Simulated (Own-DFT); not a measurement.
Simulation results for SiSnGe$_{6}$ (diamond-structure random alloy, strained, atoms displaced)

Computed with Own-DFT development build. A calculation, not a measurement: plane-wave density functional theory by an unreviewed code, no spin, of a simulated periodic cell, stress positive in tension, run twice, with PBE and with PBEsol, both on files made for PBE, so the change isn't that of files made for PBEsol, forces on such cells moved up to 12 meV/angstrom on a denser k mesh; the far tail of each file's local potential was reset to the Coulomb form; each entry is a single point on an unrelaxed cell, so the pressure reflects the starting lattice, mostly measured values (interpolated for alloys), from which strain is counted, and rises with the displacements; printed positions are rounded, which can move forces by about a meV/angstrom; the program, named Own-DFT, is a retired in-house code; no spin-orbit coupling; stress was not checked against mesh or cutoff.

## SiSnGe$_{6}$ (diamond-structure random alloy, strained, atoms displaced)

```xyz
64
Lattice="11.1230 0.0000 0.0000 0.0000 11.1230 0.0000 0.0000 0.0000 11.4670" Properties=species:S:1:pos:R:3 SiSnGe6
Ge    11.0799     0.0032     0.0054
Sn    11.0239     2.7579     2.8380
Ge     2.8055    11.0068     2.8627
Ge     2.7531     2.7250     0.0145
Sn     1.4658     1.4008     1.4618
Ge     1.3987     4.1550     4.3732
Ge     4.1681     1.4131     4.3336
Si     4.1186     4.0878     1.5535
Si    11.1183     0.0004     5.7218
Ge    11.0562     2.8380     8.5734
Ge     2.7092    11.1166     8.6655
Ge     2.8503     2.8484     5.7807
Ge     1.3693     1.3957     7.2096
Ge     1.3137     4.1845    10.0460
Ge     4.1417     1.4559    10.0875
Ge     4.1842     4.1495     7.2196
Ge     0.0237     5.5381    11.4246
Ge    11.0835     8.3752     2.9707
Sn     2.7397     5.5007     2.7966
Ge     2.7050     8.3768     0.0061
Si     1.3898     6.9824     1.3291
Ge     1.3290     9.7281     4.3118
Ge     4.1415     7.0151     4.2851
Ge     4.1670     9.7512     1.3882
Ge     0.0103     5.5991     5.7270
Ge    11.1095     8.2748     8.6684
Ge     2.7426     5.5546     8.6105
Sn     2.7552     8.3630     5.8463
Ge     1.4416     6.9233     7.1557
Ge     1.3982     9.7087    10.0956
Ge     4.2067     7.0260     9.9960
Sn     4.1193     9.7442     7.2121
Ge     5.5525    11.0902     0.0467
Ge     5.5321     2.8176     2.8525
Sn     8.3249    11.1128     2.9642
Si     8.2910     2.7251     0.0405
Ge     6.8505     1.3671     1.4092
Si     6.9906     4.1857     4.2443
Ge     9.7954     1.4331     4.3408
Ge     9.8005     4.2547     1.4516
Ge     5.6345     0.0076     5.6400
Ge     5.5404     2.8510     8.7156
Ge     8.2440     0.0027     8.6165
Ge     8.3806     2.8768     5.7576
Ge     6.9179     1.4374     7.1738
Ge     6.9969     4.1704    10.0020
Ge     9.6785     1.3811    10.0129
Si     9.7809     4.1220     7.1190
Ge     5.5480     5.6070    11.3622
Ge     5.6017     8.3684     2.9125
Ge     8.3440     5.5646     2.9259
Ge     8.3130     8.3314     0.0358
Ge     6.9503     6.9737     1.3643
Si     6.8789     9.7590     4.4056
Ge     9.7375     6.8362     4.2745
Sn     9.6629     9.8145     1.4285
Ge     5.6850     5.4857     5.7059
Ge     5.5838     8.3762     8.5341
Sn     8.3043     5.5935     8.5435
Si     8.3650     8.4174     5.8028
Ge     6.9421     7.0312     7.1770
Ge     6.9187     9.7138    10.0716
Ge     9.7316     6.9249    10.0769
Ge     9.7235     9.6770     7.2173
```

| Quantity | Value |
| --- | --- |
| functional | PBE, then PBEsol |
| potential files | PseudoDojo norm-conserving, scalar-relativistic, standard set |
| wave cutoff | 49 hartree |
| occupations | Fermi-Dirac |
| smearing width | 0.1 eV |
| k mesh | 3 x 3 x 3 centred on Gamma |
| PBE pressure | 10.26 GPa |
| PBE stress xx | -10.93 GPa |
| PBE stress yy | -10.91 GPa |
| PBE stress zz | -8.93 GPa |
| PBE stress yz | 0.14 GPa |
| PBE stress xz | 0.5 GPa |
| PBE stress xy | -0.13 GPa |
| PBEsol pressure | 7.14 GPa |
| PBEsol stress xx | -7.81 GPa |
| PBEsol stress yy | -7.8 GPa |
| PBEsol stress zz | -5.8 GPa |
| PBEsol stress yz | 0.13 GPa |
| PBEsol stress xz | 0.49 GPa |
| PBEsol stress xy | -0.12 GPa |
| rms change of force components from PBE to PBEsol | 0.044 eV/Å |

Force:
```tsv
force element	PBE force x (eV/Å)	PBE force y (eV/Å)	PBE force z (eV/Å)	PBEsol force x (eV/Å)	PBEsol force y (eV/Å)	PBEsol force z (eV/Å)
Ge	0.911	0.668	-1.956	0.885	0.64	-1.899
Sn	0.857	1.549	1.312	0.836	1.513	1.287
Ge	0.639	0.085	1.362	0.618	0.085	1.31
Ge	1.478	2.663	-1.128	1.416	2.545	-1.121
Sn	-0.12	-2.196	-0.383	-0.12	-2.142	-0.387
Ge	-0.536	-0.205	0.853	-0.517	-0.188	0.833
Ge	-0.086	-0.3	-0.514	-0.071	-0.29	-0.494
Si	1.569	-0.41	-3.213	1.539	-0.418	-3.148
Si	-0.101	0.065	0.677	-0.097	0.065	0.66
Ge	0.145	-0.675	0.258	0.188	-0.694	0.293
Ge	-0.327	1.369	1.023	-0.32	1.325	0.992
Ge	-0.713	-0.962	0.084	-0.689	-0.927	0.079
Ge	-0.105	0.008	-0.605	-0.071	0.037	-0.546
Ge	1.027	-0.731	-0.407	0.984	-0.701	-0.395
Ge	0.321	-1.082	-0.42	0.301	-1.043	-0.401
Ge	0.563	0.817	-0.021	0.54	0.781	-0.022
Ge	-0.117	1.111	0.752	-0.147	1.04	0.692
Ge	0.563	-1.451	-1.156	0.53	-1.381	-1.088
Sn	-0.506	1.656	0.634	-0.509	1.615	0.716
Ge	1.203	-0.648	0.118	1.201	-0.573	0.065
Si	-1.298	0.43	0.567	-1.277	0.424	0.551
Ge	-0.144	0.924	0.009	-0.114	0.857	-0.037
Ge	1.524	-1.072	0.001	1.486	-1.034	-0.005
Ge	0.193	-1.056	0.694	0.184	-1.009	0.675
Ge	0.032	-0.902	0.752	0.067	-0.854	0.688
Ge	0.622	0.24	-0.38	0.601	0.233	-0.361
Ge	0.508	-0.011	0.358	0.487	-0.006	0.335
Sn	-1.462	-1.338	-3.596	-1.432	-1.317	-3.505
Ge	-2.336	-1.341	1.799	-2.269	-1.306	1.75
Ge	-1.121	0.477	-0.65	-1.078	0.46	-0.625
Ge	-0.849	-0.029	-0.091	-0.811	-0.032	-0.09
Sn	2.644	3.488	1.162	2.578	3.385	1.145
Ge	-0.5	0.452	-1.103	-0.486	0.439	-1.054
Ge	0.436	-0.261	0.503	0.422	-0.332	0.491
Sn	-2.397	1.971	1.928	-2.289	1.963	1.822
Si	0.43	0.719	-0.115	0.419	0.699	-0.116
Ge	0.451	1.062	0.137	0.4	0.991	0.163
Si	-0.009	-0.697	0.257	-0.007	-0.685	0.254
Ge	-1.2	-0.965	2.779	-1.201	-0.902	2.651
Ge	-2.432	0.521	-1.598	-2.331	0.529	-1.521
Ge	-0.792	1.237	1.151	-0.824	1.26	1.165
Ge	-0.044	-0.885	-0.808	-0.044	-0.85	-0.786
Ge	0.509	-0.125	-0.259	0.496	-0.119	-0.242
Ge	-0.489	-0.656	-0.461	-0.476	-0.701	-0.456
Ge	-0.045	0.312	-0.086	-0.035	0.291	-0.08
Ge	-0.469	-0.968	2.031	-0.504	-0.905	1.925
Ge	-0.134	0.374	0.299	-0.104	0.328	0.261
Si	0.316	0.964	-0.433	0.313	0.941	-0.43
Ge	-0.393	-1.17	1.372	-0.35	-1.099	1.297
Ge	-0.084	0.153	-0.388	-0.126	0.115	-0.414
Ge	-0.69	-0.11	-1.446	-0.604	-0.068	-1.433
Ge	-0.162	-0.59	-1.424	-0.169	-0.575	-1.377
Ge	-0.429	-0.642	1.121	-0.407	-0.606	1.075
Si	0.981	-2.037	-0.128	0.918	-1.964	-0.161
Ge	-0.375	1.841	1.097	-0.332	1.756	1.034
Sn	1.753	-2.455	-0.959	1.71	-2.388	-0.938
Ge	-1.088	0.887	0.053	-1.091	0.9	0.102
Ge	0.752	-0.717	1.738	0.728	-0.706	1.691
Sn	1.492	-0.633	-0.375	1.403	-0.579	-0.318
Si	-0.528	-0.781	-1.167	-0.483	-0.801	-1.096
Ge	-0.447	0.649	-2.023	-0.467	0.6	-1.916
Ge	0.079	-0.179	-0.192	0.079	-0.173	-0.19
Ge	0.135	0.653	0.706	0.14	0.636	0.679
Ge	0.392	0.939	-0.105	0.384	0.91	-0.033
```
